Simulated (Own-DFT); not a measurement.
# Response to strain: diamond-structure SiGeSn with randomly placed atoms, 64 atoms (Ge44Si16Sn4)

These are calculations, not measurements. They come from Own-DFT, an in-house plane-wave density functional program, since retired, whose code no person has reviewed. Each row is one single-point run on a periodic cell that was not relaxed, without spin or spin-orbit coupling.

Settings of every run: PBEsol; PseudoDojo norm-conserving scalar-relativistic files, made for PBE; cutoff 49 hartree; 3 x 3 x 3 k mesh centred on Gamma; Fermi-Dirac smearing of 0.1 eV.

Known limits: forces on such cells moved up to 12 meV/angstrom on a denser k mesh; stress not checked against mesh or cutoff.

Unstrained cell vectors in Å: (11.306, 0.000, 0.000); (0.000, 11.306, 0.000); (0.000, 0.000, 11.306). The unstrained cell has measured lattice constants (interpolated for alloys), not those of this functional. That, the random moves and any unrelaxed bonds set the pressure at no strain. Each run strains this cell uniformly, with the atoms carried along. Every atom was also moved at random, by a Gaussian of width 0.05 Å on each axis. The random placing of the alloy's atoms differs from row to row. Strain is the symmetric tensor, in per cent. Stress is positive in tension, and the pressure is minus a third of its trace.

```
run  e_xx (%)  e_yy (%)  e_zz (%)  s_xx (GPa)  s_yy (GPa)  s_zz (GPa)  P (GPa)  E (meV/atom)
  1     -2.75     -2.75      0.00       -6.68       -6.84       -4.64     6.05           4.9
  2     -2.25     -2.25      0.00       -6.02       -6.17       -4.66     5.62          30.5
  3      2.25      2.25      0.00        1.93        1.80        0.45    -1.39           1.9
  4     -1.00     -1.00      0.00       -3.44       -3.40       -2.62     3.15           2.4
  5      2.75      2.75      0.00        2.53        2.29        0.57    -1.80          16.6
  6     -2.00     -2.00      0.00       -5.57       -5.57       -4.18     5.11          26.7
  7     -1.25     -1.25      0.00       -3.82       -3.79       -2.98     3.53           0.2
  8      1.75      1.75      0.00        1.09        1.09        0.05    -0.74           0.0
  9     -0.75     -0.75      0.00           ?           ?           ?        ?             ?
```

E is the free energy for each atom above the lowest run shown.

## Worked fit

The change of volume is close to e_xx + e_yy + e_zz. A straight line through the runs shown gives P = 2.01 - 74 x (fractional change of volume) GPa, with an error of 2 on the slope and a scatter of 0.28 GPa. The strain isn't the same on all axes, but the crystal is cubic, so the slope still estimates the bulk modulus, averaged over pressures from -1.8 to 6.1 GPa.

## Withheld run

Question: what pressure should run 9 give? Its volume changes by -1.49 %.

The line gives 3.1 GPa. The calculation gave 3.12 GPa.
